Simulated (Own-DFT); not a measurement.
AlN (wurtzite, atoms displaced) (calculated)

Computed with Own-DFT development build. A calculation, not a measurement: plane-wave PBE density functional theory by an unreviewed code, no spin, of a simulated periodic cell, stress positive in tension, free energy of the whole cell less one offset for each atom, forces on such cells passed a denser k mesh, this cell's mesh not checked; offsets are fitted by least squares, one for each functional and potential file, so energies compare only between cells with the same atoms and settings and are not formation energies; the far tail of each file's local potential was reset to the Coulomb form; each entry is a single point on an unrelaxed cell, so the pressure reflects the starting lattice, mostly measured values (interpolated for alloys), from which strain is counted, and rises with the displacements; printed positions are rounded, which can move forces by about a meV/angstrom; the program, named Own-DFT, is a retired in-house code; no spin-orbit coupling.

Common to all runs: functional PBE; potential files PseudoDojo norm-conserving, scalar-relativistic, standard set; wave cutoff 42 hartree; occupations Fermi-Dirac; smearing width 0.1 eV; hardware one NVIDIA H100; k mesh 2 x 2 x 2 centred on Gamma.

(1) AlN (wurtzite, atoms displaced)

```
AlN
1.0
     12.4480     0.0000     0.0000
     -6.2240    10.7803     0.0000
      0.0000     0.0000     9.9640
Al N Al N Al N Al N Al N Al N Al N Al N Al N Al N Al N Al N Al N Al N Al N Al N Al N Al N Al N Al N Al N Al N Al N Al N Al N Al N Al N Al N Al N Al N Al N Al N
2 2 2 2 2 2 2 2 2 2 2 2 2 2 2 2 2 2 2 2 2 2 2 2 2 2 2 2 2 2 2 2 2 2 2 2 2 2 2 2 2 2 2 2 2 2 2 2 2 2 2 2 2 2 2 2 2 2 2 2 2 2 2 2
Direct
  0.07457 0.16839 0.99615
  0.15834 0.09395 0.24236
  0.09608 0.17806 0.20184
  0.15598 0.08705 0.46699
  0.06833 0.16267 0.50571
  0.16673 0.09887 0.76873
  0.08074 0.16621 0.69553
  0.17609 0.10041 0.93433
  0.06956 0.40357 0.01310
  0.17563 0.33624 0.25893
  0.07766 0.41183 0.19035
  0.15969 0.34169 0.44417
  0.08845 0.40840 0.50132
  0.16314 0.33639 0.74430
  0.09272 0.42157 0.67752
  0.17137 0.33938 0.93403
  0.08807 0.67267 0.98285
  0.16006 0.58997 0.24620
  0.08596 0.66504 0.20458
  0.16535 0.58161 0.43655
  0.08525 0.65852 0.51363
  0.16890 0.56826 0.73915
  0.09659 0.66236 0.68266
  0.18614 0.59894 0.94117
  0.09165 0.92375 0.00140
  0.15736 0.82293 0.24304
  0.08902 0.91346 0.21113
  0.16058 0.83034 0.44856
  0.09587 0.91642 0.51266
  0.16918 0.83155 0.74974
  0.07202 0.91720 0.68660
  0.18419 0.83296 0.95056
  0.32240 0.16531 0.99235
  0.39963 0.09480 0.26600
  0.33778 0.17500 0.19544
  0.40953 0.07922 0.43230
  0.31144 0.15523 0.49860
  0.39740 0.05783 0.75117
  0.32565 0.15821 0.69171
  0.40793 0.07211 0.93053
  0.33798 0.42334 0.00156
  0.42391 0.33804 0.25175
  0.35088 0.42375 0.16826
  0.41504 0.33719 0.44163
  0.33941 0.41963 0.50773
  0.41444 0.34971 0.75059
  0.33446 0.41231 0.67389
  0.42299 0.33320 0.94156
  0.32853 0.66381 0.98775
  0.42321 0.60768 0.25366
  0.33914 0.67381 0.19539
  0.41786 0.59294 0.43989
  0.32026 0.65206 0.49334
  0.41501 0.58779 0.75408
  0.32373 0.66277 0.68880
  0.41000 0.58485 0.94926
  0.33118 0.90846 0.98985
  0.42198 0.82168 0.25175
  0.34000 0.91024 0.18633
  0.42875 0.84554 0.42283
  0.32936 0.90639 0.51091
  0.41188 0.83815 0.73894
  0.35123 0.92549 0.70010
  0.41924 0.83672 0.96352
  0.60395 0.17012 0.00033
  0.65515 0.07146 0.25566
  0.57811 0.14807 0.17319
  0.67082 0.07876 0.43127
  0.57941 0.16510 0.50569
  0.66741 0.09269 0.75633
  0.59047 0.17386 0.69113
  0.66718 0.06987 0.93257
  0.59012 0.42494 0.00414
  0.65052 0.32202 0.25093
  0.58102 0.41749 0.20051
  0.66773 0.34437 0.44397
  0.58389 0.42089 0.52081
  0.66449 0.32346 0.75199
  0.57051 0.41433 0.68018
  0.65395 0.33373 0.93659
  0.57507 0.65409 0.00997
  0.66714 0.57826 0.26511
  0.58437 0.66805 0.18550
  0.67206 0.58299 0.44837
  0.59083 0.66082 0.50046
  0.66217 0.58060 0.75297
  0.60336 0.67166 0.69738
  0.66873 0.59585 0.92502
  0.58575 0.92554 0.99842
  0.66696 0.82868 0.25415
  0.58699 0.91922 0.19830
  0.65981 0.82946 0.43030
  0.57924 0.91302 0.51278
  0.66033 0.82307 0.73735
  0.58215 0.91174 0.67029
  0.68637 0.85257 0.94112
  0.82046 0.16069 0.00402
  0.94499 0.09071 0.25485
  0.83491 0.17951 0.18114
  0.92134 0.09117 0.44290
  0.83555 0.16736 0.50128
  0.91384 0.07531 0.75852
  0.84169 0.16812 0.68870
  0.90729 0.07739 0.93448
  0.84044 0.42513 0.99208
  0.91386 0.33586 0.24728
  0.83961 0.40469 0.18742
  0.92543 0.32955 0.44567
  0.82852 0.42093 0.49086
  0.90526 0.31753 0.76636
  0.85260 0.42952 0.70041
  0.92179 0.33719 0.93713
  0.80552 0.65753 0.99836
  0.91741 0.59612 0.22874
  0.82830 0.66802 0.18661
  0.90854 0.58062 0.45392
  0.82726 0.67522 0.50287
  0.91984 0.57757 0.73379
  0.82983 0.66678 0.70012
  0.91626 0.58438 0.93985
  0.83317 0.90817 0.98258
  0.93322 0.84434 0.26691
  0.83941 0.92461 0.19763
  0.93098 0.84951 0.43256
  0.83123 0.92224 0.52074
  0.93227 0.84065 0.74341
  0.83506 0.92207 0.68679
  0.90657 0.82781 0.92868
```

| Item | Value |
| --- | --- |
| free energy of cell above offsets | -18.526 eV |
| pressure | 14.05 GPa |
| stress xx | -13.54 GPa |
| stress yy | -11.3 GPa |
| stress zz | -17.3 GPa |
| stress yz | -1.68 GPa |
| stress xz | -1.95 GPa |
| stress xy | 1.32 GPa |
| wall time | 427.2 s |

Force:
```csv
element,x (eV/Å),y (eV/Å),z (eV/Å)
Al,0.111,1.054,-0.222
Al,7.177,-3.672,3.385
N,-2.251,2.106,-4.073
N,-0.654,-1.694,-3.743
Al,2.726,2.388,1.639
Al,1.285,-1.264,-7.234
N,-1.088,0.708,0.434
N,-3.905,-3.644,5.274
Al,2.789,2.341,-1.618
Al,-0.415,3.108,-0.943
N,1.582,1.215,1.332
N,8.365,-4.199,-2.349
Al,-7.198,4.003,0.122
Al,0.932,-0.804,0.276
N,-0.947,-3.126,2.122
N,-0.832,-0.797,0.757
Al,0.426,-2.586,1.549
Al,5.094,-2.993,1.145
N,-4.517,0.634,-3.588
N,-0.883,-0.9,-0.119
Al,-1.822,0.289,-5.415
Al,-2.087,2.694,3.164
N,-1.388,1.216,4.978
N,-7.409,-5.071,-2.452
Al,-0.572,-1.475,0.18
Al,4.828,2.688,1.912
N,-1.137,3.354,-3.829
N,2.607,-1.053,0.222
Al,-3.327,1.211,-2.388
Al,-0.597,-0.359,0.038
N,7.243,2.959,1.669
N,-7.832,-1.041,-3.748
Al,6.465,2.122,1.642
Al,5.178,-5.054,-4.861
N,-4.054,0.43,-2.145
N,0.131,0.29,5.772
Al,3.555,3.023,1.678
Al,-1.902,13.61,3.171
N,0.166,0.45,0.231
N,-0.094,1.346,1.414
Al,-0.42,-1.806,-3.29
Al,-2.688,0.298,0.419
N,-1.61,-0.089,7.038
N,0.769,-0.7,-0.191
Al,-1.385,0.301,-5.877
Al,3.219,-4.273,1.253
N,-2.958,2.393,5.647
N,-1.38,1.388,-0.667
Al,4.171,4.478,4.214
Al,2.395,-3.848,-0.403
N,-2.549,-3.587,-2.244
N,2.298,-1.811,0.757
Al,0.767,3.16,0.537
Al,0.678,-0.11,-0.631
N,2.999,1.841,-0.718
N,2.486,0.022,-2.703
Al,3.932,4.773,5.057
Al,-2.247,5.418,-2.262
N,-2.854,0.44,0.782
N,-1.817,-1.674,5.85
Al,0.561,0.834,-3.898
Al,5.823,-3.846,2.732
N,-3.666,-8.64,-5.703
N,2.017,-1.517,-4.269
Al,-3.762,-0.798,-1.407
Al,1.311,2.194,-1.332
N,-1.939,2.615,3.611
N,-1.255,1.06,3.931
Al,0.595,0.112,-1.852
Al,1.904,-1.942,-3.018
N,-0.636,-3.076,-0.511
N,-1.4,4.722,-0.608
Al,-1.612,-1.116,-0.055
Al,2.863,-0.139,-0.335
N,2.056,0.829,-1.906
N,-0.838,-2.629,-0.345
Al,0.11,-1.054,-8.524
Al,-0.937,4.207,-0.124
N,1.477,0.681,8.373
N,3.285,-0.007,0.457
Al,-0.786,2.858,-2.295
Al,-0.521,1.058,-1.474
N,1.013,-0.675,2.572
N,-1.356,-0.83,-0.608
Al,-2.849,2,0.134
Al,2.878,-1.175,-2.303
N,-4.566,-2.571,-2.639
N,-3.724,-4.367,2.827
Al,1.349,-4.789,2.812
Al,0.629,2.624,-2.426
N,1.206,-2.577,-2.295
N,1.566,-0.393,4.37
Al,0.459,0.505,-10.97
Al,0.312,4.739,2.993
N,-0.567,0.295,10.6
N,-6.2,-4.48,-2.13
Al,2.941,0.409,0.012
Al,-6.929,-2.451,0.557
N,0.843,-2.515,1.425
N,-1.776,-2.324,-0.759
Al,-0.88,0.265,-0.993
Al,-0.495,1.801,-2.08
N,-1.551,-1.511,1.077
N,1.26,1.467,2.581
Al,-0.525,-1.695,1.171
Al,3.811,-2.401,3.113
N,-6.71,4.428,-1.941
N,-2.65,1.02,-0.959
Al,3.002,-1.434,1.234
Al,0.963,2.931,-4.535
N,-1.588,-7.801,-1.624
N,-1.71,-1.521,1.758
Al,6.882,4.069,1.054
Al,1.396,-3.231,2.145
N,-0.798,0.506,0.228
N,0.457,2.792,-1.329
Al,3.729,0.857,0.842
Al,-1.199,5.876,2.024
N,1.13,0.235,-1.541
N,-0.193,1.635,-0.195
Al,1.373,3.183,4.074
Al,-3.755,-1.133,-5.096
N,1.806,-0.372,-0.976
N,-1.244,-1.723,6.856
Al,0.499,-0.042,-7.788
Al,-6.75,-4.659,2.295
N,0.368,-1.673,4.056
N,3.937,0.174,0.986
```

(2) AlN (wurtzite, atoms displaced)

```
AlN
1.0
     12.4480     0.0000     0.0000
     -6.2240    10.7803     0.0000
      0.0000     0.0000     9.9640
Al N Al N Al N Al N Al N Al N Al N Al N Al N Al N Al N Al N Al N Al N Al N Al N Al N Al N Al N Al N Al N Al N Al N Al N Al N Al N Al N Al N Al N Al N Al N Al N
2 2 2 2 2 2 2 2 2 2 2 2 2 2 2 2 2 2 2 2 2 2 2 2 2 2 2 2 2 2 2 2 2 2 2 2 2 2 2 2 2 2 2 2 2 2 2 2 2 2 2 2 2 2 2 2 2 2 2 2 2 2 2 2
Direct
  0.08129 0.16591 0.99114
  0.15582 0.07166 0.23513
  0.08438 0.17278 0.19092
  0.17010 0.08785 0.44540
  0.07726 0.16698 0.51066
  0.16487 0.08646 0.75900
  0.08068 0.16822 0.68093
  0.16733 0.08603 0.95804
  0.08670 0.41410 0.00436
  0.18108 0.35290 0.24568
  0.08664 0.42607 0.19768
  0.16378 0.32196 0.44479
  0.07686 0.39703 0.50926
  0.16362 0.33046 0.75349
  0.09412 0.42431 0.69262
  0.17115 0.32340 0.93734
  0.07447 0.65317 0.01604
  0.16942 0.59843 0.24597
  0.07611 0.65981 0.18997
  0.17564 0.58655 0.43747
  0.06919 0.65664 0.49913
  0.16296 0.57737 0.76322
  0.07966 0.66163 0.69761
  0.16018 0.58481 0.92898
  0.08317 0.93652 0.00656
  0.17466 0.84681 0.24890
  0.09562 0.93156 0.18509
  0.15111 0.82611 0.43339
  0.06756 0.91950 0.50510
  0.15908 0.83254 0.75275
  0.08448 0.91406 0.69416
  0.16651 0.83975 0.94356
  0.33587 0.16887 0.99689
  0.41423 0.08388 0.22866
  0.32760 0.16104 0.17702
  0.41268 0.09268 0.43287
  0.36042 0.18587 0.49803
  0.40964 0.07307 0.74805
  0.34530 0.16196 0.68230
  0.41275 0.08373 0.94058
  0.33074 0.42205 0.00795
  0.41966 0.33281 0.25845
  0.31856 0.41977 0.19170
  0.40383 0.33118 0.43215
  0.34036 0.41188 0.48991
  0.42472 0.32732 0.74708
  0.33540 0.40794 0.67892
  0.41758 0.34021 0.93423
  0.33171 0.66572 0.99532
  0.41468 0.57778 0.25505
  0.34102 0.66079 0.21291
  0.41020 0.58407 0.43341
  0.33427 0.66245 0.48443
  0.41668 0.59044 0.76257
  0.34558 0.65992 0.69337
  0.44295 0.60676 0.94142
  0.32002 0.90576 0.98443
  0.42229 0.83771 0.25351
  0.33533 0.92713 0.19905
  0.40287 0.82730 0.42313
  0.34015 0.92845 0.49005
  0.41873 0.82108 0.75868
  0.33329 0.90933 0.70427
  0.40464 0.83369 0.93354
  0.58670 0.16867 0.01830
  0.66413 0.08083 0.24451
  0.57901 0.17153 0.18695
  0.66690 0.07850 0.43738
  0.58557 0.16194 0.48054
  0.67231 0.07738 0.74229
  0.60287 0.17734 0.68819
  0.67210 0.08131 0.93349
  0.58076 0.41700 0.97466
  0.65192 0.32185 0.24376
  0.59289 0.41731 0.19442
  0.68062 0.32840 0.42432
  0.58108 0.42093 0.49729
  0.65836 0.32462 0.73539
  0.58935 0.41295 0.70365
  0.67881 0.34037 0.94356
  0.58014 0.67485 0.00227
  0.64711 0.56159 0.25761
  0.58159 0.65700 0.20357
  0.66606 0.57289 0.43017
  0.57369 0.67115 0.50109
  0.65715 0.58155 0.75952
  0.59365 0.66417 0.69006
  0.67542 0.59372 0.91595
  0.58337 0.91257 0.00216
  0.68256 0.84171 0.25981
  0.58309 0.91653 0.18251
  0.67440 0.83128 0.43020
  0.58185 0.90852 0.50046
  0.67244 0.83898 0.72221
  0.60311 0.93073 0.68733
  0.66558 0.82940 0.92941
  0.83426 0.16623 0.00379
  0.93072 0.10115 0.25611
  0.82925 0.16194 0.18356
  0.91074 0.08246 0.45348
  0.83430 0.16712 0.50040
  0.92147 0.07613 0.75431
  0.83019 0.18021 0.69643
  0.91521 0.08009 0.96581
  0.82688 0.42400 0.99618
  0.90521 0.32616 0.26320
  0.83783 0.41644 0.19296
  0.91792 0.33228 0.44830
  0.83439 0.42192 0.48438
  0.93987 0.34452 0.75277
  0.83761 0.41920 0.68724
  0.91485 0.34193 0.90900
  0.85000 0.68184 0.00135
  0.92659 0.58170 0.25966
  0.84178 0.67464 0.18696
  0.91158 0.57499 0.43231
  0.85006 0.69294 0.50818
  0.92430 0.58684 0.74067
  0.82351 0.66414 0.67623
  0.92262 0.58981 0.93506
  0.82298 0.91421 0.00029
  0.91557 0.82941 0.24174
  0.83572 0.91322 0.19655
  0.90991 0.81808 0.42110
  0.83141 0.92270 0.49790
  0.92113 0.84503 0.75676
  0.83380 0.90226 0.70068
  0.92449 0.83694 0.94014
```

| Item | Value |
| --- | --- |
| free energy of cell above offsets | -24.377 eV |
| pressure | 12.24 GPa |
| stress xx | -9.87 GPa |
| stress yy | -11.91 GPa |
| stress zz | -14.93 GPa |
| stress yz | 0.19 GPa |
| stress xz | -0.24 GPa |
| stress xy | 0.36 GPa |
| wall time | 405.8 s |

Force:
```csv
element,x (eV/Å),y (eV/Å),z (eV/Å)
Al,-0.081,-0.146,3.443
Al,-0.071,8.809,4.61
N,1.053,0.922,-0.78
N,-0.866,-0.627,-0.369
Al,2.628,-1.033,-4.681
Al,1.766,-0.237,-1.675
N,0.488,-0.86,5.778
N,-0.179,3.222,-4.192
Al,-2.107,-0.229,-0.411
Al,-7.825,-6.26,4.106
N,-0.289,-0.939,-1.356
N,-0.123,2.121,-1.063
Al,0.757,3.507,-1.765
Al,2.049,1.11,-1.81
N,1.54,-1.165,-0.393
N,-1.403,2.67,0.228
Al,-0.869,2.075,-3.883
Al,2.247,-2.283,2.332
N,1.485,3.179,0.895
N,-2.979,-1.676,0.586
Al,2.838,1.226,0.342
Al,0.08,2.158,-6.117
N,2.382,1.851,-1.848
N,2.371,-0.538,6.54
Al,1.931,-5.611,-0.662
Al,-1.38,-1.693,0.32
N,-0.874,-7.784,-0.719
N,0.683,1.059,1.428
Al,3.185,0.545,-1.738
Al,2.202,-1.46,0.531
N,-2.165,1.954,-0.25
N,-2.869,-1.876,-0.018
Al,0.145,0.862,-0.488
Al,-1.193,1.685,1.945
N,-0.126,2.111,2.231
N,3.922,-1.319,-1.584
Al,-4.494,-3.67,1.329
Al,2.881,1.128,0.933
N,-2.627,1.044,1.222
N,1.288,-0.151,0.178
Al,1.971,-0.162,-1.591
Al,-0.365,-1.089,-4.599
N,8.904,2.812,-2.449
N,5.057,0.553,0.021
Al,-5.855,2.466,3.007
Al,-2.153,0.316,-0.139
N,-0.122,0.666,1.916
N,-1.033,-0.875,0.914
Al,-0.007,0.633,1.318
Al,1.581,0.903,-0.958
N,-3.375,2.617,-4.135
N,3.129,-1.583,1.731
Al,-2.225,0.873,1.97
Al,5.195,-3.34,-1.579
N,-4.515,2.332,-1.769
N,-8.353,-5.778,-1.038
Al,0.833,3.552,1.97
Al,-0.575,-0.592,-3.745
N,1.93,-3.609,-2.035
N,2.112,1.605,5.34
Al,-1.966,-2.233,0.976
Al,-1.048,1.584,-2.619
N,0.27,-0.405,-2.337
N,3.372,-1.297,2.471
Al,0.36,0.045,-7.467
Al,0.225,0.045,0.235
N,1.406,-3.315,2.781
N,0.322,-1.057,-0.994
Al,-0.425,1.308,2.48
Al,-1.933,5.579,2.437
N,-1.817,-6.142,-2.296
N,-1.227,-0.558,1.866
Al,2.236,1.691,1.53
Al,3.305,3.836,0.809
N,-3.455,-3.045,-2.614
N,-3.712,-1.159,0.963
Al,2.044,-0.615,1.004
Al,4.631,3.354,2.628
N,-2.798,1.196,-2.637
N,-4.662,-3.249,-1.104
Al,7.995,1.714,3.05
Al,2.162,5.216,-1.531
N,-0.927,1.537,-1.871
N,-1.159,2.056,3.32
Al,2.692,-2.428,-0.592
Al,3.233,-0.675,-8.38
N,-4.776,2.079,-2.216
N,0.092,-0.128,11.21
Al,-0.374,0.843,-2.273
Al,-1.917,-2.211,-4.214
N,0.695,-0.241,1.928
N,-2.252,0.195,4.959
Al,-1.197,1.275,-1.446
Al,0.276,-2.951,3.886
N,-1.869,-5.47,-2.174
N,-0.956,1.442,0.238
Al,-1.049,1.449,-2.769
Al,-0.96,-2.314,-0.479
N,-0.065,0.979,2.664
N,0.971,0.599,-1.604
Al,-1.935,0.587,2.033
Al,-2.813,1.037,0.367
N,4.29,-1.713,-1.553
N,0.416,0.143,-3.625
Al,4.227,1.481,0.66
Al,1.334,1.298,-1.933
N,-0.976,-0.584,-0.694
N,0.039,-0.736,-0.818
Al,0.786,-1.767,3.813
Al,-4.029,-1.192,-7.244
N,-0.047,0.216,-1.173
N,0.817,-0.739,11.92
Al,-0.851,-3.066,-0.338
Al,-3.775,-0.478,-2.875
N,0.221,-2.76,-0.266
N,-0.344,3.047,2.138
Al,-0.641,-9.013,-0.409
Al,-3.773,-2.075,1.184
N,1.526,1.14,3.849
N,-0.746,-0.259,0.378
Al,1.572,-0.797,0.878
Al,0.95,0.904,-0.421
N,-0.063,2.292,-1.046
N,-1.067,8.12,0.288
Al,2.163,-2.016,0.153
Al,3.812,-4.813,0.703
N,-2.697,4.822,-3.456
N,-1.674,2.418,0.345
```
